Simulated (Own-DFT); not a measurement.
# Computed records: Si3N4 (beta silicon nitride, strained, atoms displaced)

Computed with Own-DFT development build. A calculation, not a measurement: plane-wave PBE density functional theory by an unreviewed code, no spin, of a simulated periodic cell, stress positive in tension, free energy of the whole cell less one offset for each atom, forces on such cells passed a denser k mesh, this cell's mesh not checked; offsets are fitted by least squares, one for each functional and potential file, so energies compare only between cells with the same atoms and settings and are not formation energies; the far tail of each file's local potential was reset to the Coulomb form; each entry is a single point on an unrelaxed cell, so the pressure reflects the starting lattice, mostly measured values (interpolated for alloys), from which strain is counted, and rises with the displacements; printed positions are rounded, which can move forces by about a meV/angstrom; the program, named Own-DFT, is a retired in-house code; no spin-orbit coupling; before rounding, a Quantum ESPRESSO 7.3.1 run of the same cell and cutoff gave forces within 1 meV/angstrom rms on each cell, which checks the program and not the settings.

Common to all runs: functional PBE; potential files PseudoDojo norm-conserving, scalar-relativistic, standard set; wave cutoff 42 hartree; occupations Fermi-Dirac; smearing width 0.1 eV; k mesh 3 x 3 x 3 centred on Gamma.

(1) Si3N4 (beta silicon nitride, strained, atoms displaced)

```xyz
42
Lattice="7.7518 -0.0115 0.0485 -3.8859 6.5546 -0.0949 0.0557 -0.0936 8.8569" Properties=species:S:1:pos:R:3 Si3N4
Si    -1.5558     5.0710     0.6769
Si     0.2607     2.6273     0.7309
Si     1.3915     5.3826     0.7031
Si     5.5255     1.4024     2.1744
Si     3.5308     3.8464     2.1864
Si     2.5252     1.1091     2.2327
N      2.4624     0.1576     0.7521
N      6.3199     1.8390     0.8095
N      2.8320     4.3935     0.8061
N      1.4822     6.3050     2.1862
N     -2.3934     4.5903     2.1438
N      1.0141     2.1536     2.1825
N     -0.0176     4.3795     0.7191
N      3.8159     2.2499     2.1901
Si    -1.5281     5.0124     3.5736
Si     0.2807     2.5364     3.5814
Si     1.4391     5.2771     3.6627
Si     5.5950     1.4351     5.1577
Si     3.6786     3.7505     5.1850
Si     2.5701     1.1017     5.0791
N      2.5160     0.1025     3.7268
N      6.2662     1.8904     3.7488
N      2.8185     4.3362     3.6890
N      1.3762     6.2268     5.0628
N     -2.4855     4.5352     5.1549
N      1.0809     2.1096     5.2054
N     -0.0517     4.3140     3.6810
N      3.8846     2.1482     5.2019
Si    -1.5814     4.9021     6.5031
Si     0.3223     2.5289     6.6606
Si     1.4431     5.3099     6.6334
Si     5.4830     1.4537     8.1011
Si     3.7370     3.7726     8.0505
Si     2.5054     0.9880     8.0836
N      2.5290     0.2119     6.6685
N      6.4114     1.9340     6.6776
N      2.8238     4.2465     6.5839
N      1.3860     6.2780     8.1042
N     -2.4689     4.5253     8.0655
N      1.1501     2.0550     8.0911
N     -0.0041     4.2707     6.5660
N      4.0182     2.0514     8.0845
```

```
free energy of cell above offsets : -2.999 eV
pressure                          : 2.1 GPa
stress xx                         : 1.2 GPa
stress yy                         : -8.28 GPa
stress zz                         : 0.78 GPa
stress yz                         : -3.69 GPa
stress xz                         : 2.04 GPa
stress xy                         : 2.3 GPa
```

Force:
```csv
element,x (eV/Å),y (eV/Å),z (eV/Å)
Si,-3.067,-2.858,-0.074
Si,-2.35,0.236,-1.302
Si,0.494,0.444,-0.073
Si,-1.64,2.313,3.162
Si,3.749,2.878,1.755
Si,-0.513,-0.136,-0.553
N,0.281,3.295,-0.16
N,2.616,1.724,-2.954
N,-1.116,0.333,-4.025
N,-0.917,-1.926,0.233
N,-1.886,-0.564,-0.214
N,2.638,-2.013,-1.108
N,1.515,-1.669,-0.368
N,1.624,-4.808,0.172
Si,-3.739,-2.6,0.923
Si,-3.582,1.901,5.104
Si,-1.796,1.077,-0.554
Si,-2.207,-0.836,2.671
Si,0.276,3.79,-1.566
Si,-1.516,-0.072,3.721
N,0.074,3.213,-1.864
N,3.196,0.89,-3.44
N,1.264,-1.135,0.369
N,0.768,1.517,2.488
N,-0.331,-0.012,-2.625
N,0.887,-1.088,-3.36
N,3.709,-1.955,-0.52
N,2.277,-2.978,-0.6
Si,-0.327,1.779,2.498
Si,-1.693,1.375,-0.732
Si,-1.407,0.181,-1.157
Si,4.703,-1.551,0.979
Si,-0.578,0.463,1.392
Si,1.744,1.608,2.227
N,-0.241,-3.504,-3.601
N,-0.51,-1.235,-0.207
N,0.034,0.459,1.902
N,0.754,-1.181,-0.643
N,1.475,0.605,-0.53
N,-0.771,0.413,1.625
N,1.85,-0.309,0.74
N,-5.741,1.936,0.27
```

(2) Si3N4 (beta silicon nitride, strained, atoms displaced)

```xyz
42
Lattice="7.6969 -0.1160 -0.1343 -3.9489 6.5991 0.1292 -0.1541 0.0822 8.6120" Properties=species:S:1:pos:R:3 Si3N4
Si    -1.6306     5.0714     0.8469
Si     0.1759     2.5962     0.7444
Si     1.2843     5.3314     0.6424
Si     5.3713     1.4501     2.1087
Si     3.5460     3.8731     2.1551
Si     2.3849     1.0637     2.1528
N      2.4082     0.1636     0.6005
N      6.1830     1.8672     0.5766
N      2.7295     4.3147     0.7018
N      1.1820     6.3804     2.1883
N     -2.6080     4.6150     2.2143
N      0.9678     2.2139     2.1542
N     -0.1394     4.3199     0.8218
N      3.8067     2.0880     2.1230
Si    -1.8126     5.1264     3.6644
Si     0.1673     2.7058     3.5558
Si     1.2198     5.4635     3.6233
Si     5.3795     1.5390     4.8831
Si     3.4609     3.9672     4.9788
Si     2.4112     1.1492     4.9821
N      2.4287     0.1365     3.5756
N      6.2517     1.8502     3.5332
N      2.7001     4.2905     3.6419
N      1.2666     6.3558     5.0312
N     -2.6459     4.6941     5.0698
N      0.9041     2.1940     5.0358
N     -0.1725     4.3057     3.6720
N      3.7463     2.1223     4.9706
Si    -1.8655     5.1163     6.5670
Si     0.1631     2.7140     6.2997
Si     1.2234     5.4006     6.4678
Si     5.2963     1.4889     7.8823
Si     3.4845     3.8991     7.8925
Si     2.2632     1.2067     7.8336
N      2.3173     0.2966     6.4702
N      6.1355     2.0499     6.3416
N      2.7318     4.3903     6.4296
N      1.2033     6.5185     7.9063
N     -2.6501     4.7053     7.8853
N      0.7277     2.2540     7.8966
N     -0.0971     4.4518     6.4863
N      3.6636     2.2393     7.7986
```

```
free energy of cell above offsets : -1.848 eV
pressure                          : 11.54 GPa
stress xx                         : -3.09 GPa
stress yy                         : -11.98 GPa
stress zz                         : -19.54 GPa
stress yz                         : 1.66 GPa
stress xz                         : -3.52 GPa
stress xy                         : -6.47 GPa
```

Force:
```csv
element,x (eV/Å),y (eV/Å),z (eV/Å)
Si,-2.055,-0.978,-2.227
Si,-2.766,0.973,-1.795
Si,-0.034,1.176,2.054
Si,0.718,0.647,-1.317
Si,-1.647,-2.249,0.232
Si,0.743,1.777,-1.931
N,-0.34,0.141,3.081
N,3.393,1.738,5.886
N,-0.63,0.881,-0.438
N,0.7,-2.522,-1.422
N,1.774,1.277,0.191
N,2.26,-2.439,0.642
N,2.078,0.265,-0.467
N,-1.849,1.736,0.09
Si,1.687,-3.824,0.268
Si,-1.54,-1.305,1.253
Si,-0.105,-2.529,-0.563
Si,-1.482,-1.019,3.356
Si,2.677,-3.714,3.434
Si,-1.203,0.414,1.035
N,-0.555,2.088,-0.159
N,1.498,0.875,-2.852
N,-3.521,2.596,-5.312
N,0.192,1.179,0.655
N,0.506,0.414,0.81
N,4.318,-2.873,-4.843
N,-0.177,3.898,-0.435
N,0.635,2.512,-0.535
Si,3.928,0.844,-3.19
Si,-5.473,2.088,7.017
Si,2.293,2.152,0.016
Si,-1.803,4.44,-6.188
Si,-0.322,0.293,-0.519
Si,-0.616,2.855,0.874
N,-0.472,-2.882,-2.256
N,0.623,-0.511,0.126
N,-2.711,1.647,0.842
N,-0.401,-7.26,-0.762
N,-0.913,-0.493,5.305
N,3.351,-1.843,-0.913
N,-3.017,-0.929,0.113
N,0.257,-1.537,0.847
```

(3) Si3N4 (beta silicon nitride, strained, atoms displaced)

```xyz
42
Lattice="7.6697 0.0491 -0.0547 -3.7923 6.4993 -0.0831 -0.0627 -0.1463 8.8653" Properties=species:S:1:pos:R:3 Si3N4
Si    -1.6192     5.1219     0.5299
Si     0.1046     2.5858     0.7263
Si     1.4185     5.4050     0.6634
Si     5.4535     1.5153     2.1381
Si     3.6457     3.8752     2.1560
Si     2.4243     1.1054     2.2703
N      2.4877     0.1154     0.7430
N      6.3594     1.9763     0.6204
N      2.7343     4.3867     0.7955
N      1.5048     6.2222     2.1319
N     -2.3942     4.4671     2.2286
N      1.0519     2.1318     2.1576
N     -0.0173     4.3602     0.6837
N      3.8420     2.1322     2.0899
Si    -1.6400     4.9503     3.6008
Si     0.1795     2.5664     3.6542
Si     1.3333     5.4218     3.6467
Si     5.4343     1.4737     5.1145
Si     3.6430     3.8400     5.1299
Si     2.4065     0.9593     5.2256
N      2.4748     0.0910     3.6963
N      6.2961     1.9051     3.5452
N      2.7975     4.3473     3.5375
N      1.3658     6.2467     5.0432
N     -2.5012     4.4593     5.1072
N      1.0730     2.0395     5.1234
N     -0.0282     4.2495     3.6088
N      3.7693     2.1145     5.1817
Si    -1.5532     4.8858     6.6430
Si     0.2044     2.5261     6.6491
Si     1.4486     5.2725     6.5062
Si     5.4449     1.3591     8.0601
Si     3.5524     3.7691     7.9565
Si     2.3676     1.0431     8.0752
N      2.4200     0.0911     6.6186
N      6.2046     1.9346     6.6050
N      2.8196     4.2819     6.5440
N      1.3485     6.1593     8.0749
N     -2.5229     4.4018     8.1289
N      0.9696     2.0443     8.0200
N     -0.0663     4.2732     6.5625
N      3.8021     1.9979     8.0934
```

```
free energy of cell above offsets : -2.297 eV
pressure                          : 4.89 GPa
stress xx                         : -4.79 GPa
stress yy                         : -10.07 GPa
stress zz                         : 0.2 GPa
stress yz                         : -5.38 GPa
stress xz                         : -4.8 GPa
stress xy                         : 0.13 GPa
```

Force:
```csv
element,x (eV/Å),y (eV/Å),z (eV/Å)
Si,1.019,-7.865,5.23
Si,6.53,4.194,-0.172
Si,-1.884,-2.031,0.512
Si,-0.893,-1.293,-1.001
Si,0.261,0.028,-0.381
Si,1.076,-0.029,-1.554
N,-0.055,8.904,-0.541
N,-5.322,-2.984,0.96
N,2.8,-1.343,-4.058
N,-0.649,3.628,0.521
N,-1.541,0.042,-3.731
N,-0.997,-0.577,0.406
N,-0.277,-0.792,-0.742
N,-0.034,-0.107,0.669
Si,0.958,-2.06,1.616
Si,1.89,0.124,-0.091
Si,0.699,-4.726,-3.966
Si,-1.268,1.056,-0.817
Si,-1.388,-1.017,-3.883
Si,1.146,2.712,-2.996
N,-0.197,2.232,0.372
N,-0.468,-0.356,2.85
N,-0.475,0.323,3.712
N,0.772,1.466,3.205
N,2.411,1.245,1.064
N,-2.305,0.596,0.826
N,0.404,1.427,0.793
N,1.155,-0.986,-0.354
Si,-4.17,-0.197,-1.47
Si,-1.113,0.665,-3.068
Si,-2.727,0.567,1.378
Si,-1.636,0.486,0.069
Si,0.276,-1.426,4.692
Si,1.104,-0.567,1.611
N,-0.544,-1.061,2.27
N,1.23,-0.443,-0.357
N,-1.058,0.825,-0.106
N,1.068,0.253,-2.241
N,-0.682,0.053,-3.81
N,0.553,-0.875,3
N,4.366,-1.768,-0.023
N,-0.034,1.677,-0.395
```

(4) Si3N4 (beta silicon nitride, strained, atoms displaced)

```xyz
42
Lattice="7.5933 0.0013 0.0348 -3.7955 6.6137 -0.0454 0.0399 -0.0371 8.7836" Properties=species:S:1:pos:R:3 Si3N4
Si    -1.6230     5.1015     0.6777
Si     0.3165     2.6702     0.7407
Si     1.4611     5.3528     0.6936
Si     5.4252     1.4934     2.1718
Si     3.5503     3.8461     2.2196
Si     2.3315     1.0527     2.2038
N      2.4694     0.2009     0.7078
N      6.1862     1.9645     0.7820
N      2.7865     4.5035     0.7657
N      1.3830     6.3262     2.1752
N     -2.4054     4.6094     2.1352
N      1.0487     2.1595     2.2099
N     -0.0002     4.4862     0.6964
N      3.8064     2.1872     2.1430
Si    -1.5728     5.0910     3.6319
Si     0.1814     2.6337     3.5802
Si     1.4464     5.4692     3.7316
Si     5.4381     1.4727     5.1808
Si     3.5931     3.9846     5.1852
Si     2.4235     1.2225     5.2261
N      2.4891     0.2768     3.7315
N      6.2393     2.0592     3.6498
N      2.7221     4.3854     3.6173
N      1.4295     6.3498     5.0878
N     -2.3466     4.5828     5.0981
N      1.1492     2.2508     5.1635
N     -0.0160     4.3947     3.5828
N      3.7664     2.1939     5.1040
Si    -1.6650     5.0466     6.4773
Si     0.2160     2.7240     6.5559
Si     1.4213     5.4931     6.5814
Si     5.4606     1.4133     8.0260
Si     3.5557     3.8313     8.0935
Si     2.4071     1.1335     8.0497
N      2.4355     0.1133     6.6220
N      6.1957     1.9444     6.5774
N      2.7725     4.4354     6.5425
N      1.4442     6.3813     7.9687
N     -2.4103     4.6461     7.9960
N      1.1262     2.2082     7.9364
N      0.0035     4.4339     6.6032
N      3.8234     2.1634     8.0604
```

```
free energy of cell above offsets : -3.479 eV
pressure                          : 5.3 GPa
stress xx                         : -6.26 GPa
stress yy                         : -4.69 GPa
stress zz                         : -4.96 GPa
stress yz                         : -3.09 GPa
stress xz                         : 2.02 GPa
stress xy                         : 2.87 GPa
```

Force:
```csv
element,x (eV/Å),y (eV/Å),z (eV/Å)
Si,0.734,-0.453,-0.395
Si,-2.93,1.626,-1.568
Si,-4.748,4.853,0.785
Si,-2.249,-1.281,1.8
Si,1.445,1.021,-0.186
Si,3.732,1.159,0.475
N,-1.428,0.261,0.391
N,3.075,0.672,-2.99
N,3.542,-3.489,-0.7
N,0.93,1.804,0.354
N,-1.061,0.321,0.984
N,-0.307,-0.085,-1.352
N,0.516,-3.227,-0.189
N,-0.811,-1.361,0.29
Si,0.622,0.684,-1.108
Si,2.287,2.889,2.905
Si,-2.765,-1.985,-4.978
Si,-2.398,1.08,-3.155
Si,0.392,-2.577,-3.279
Si,1.093,-2.887,-0.887
N,-1.434,-2.36,-0.356
N,-2.446,-2.564,0.973
N,2.167,-0.476,2.086
N,0.562,2.754,2.342
N,-2.994,-0.747,-2.672
N,-4.19,1.219,-1.342
N,1.507,-0.286,0.72
N,3.289,1.402,0.751
Si,3.39,0.868,4.252
Si,0.176,0.479,-0.66
Si,-1.697,-2.344,-1.176
Si,-1.218,2.511,2.14
Si,1.681,1.556,-1.315
Si,2.257,-1.619,-0.486
N,-0.402,2.293,-0.629
N,2.429,0.836,1.068
N,0.265,0.067,2.776
N,0.566,-0.845,2.452
N,-1.801,-1.079,0.075
N,-1.897,0.642,2.521
N,-0.183,-0.421,-0.5
N,0.298,-0.911,-0.216
```
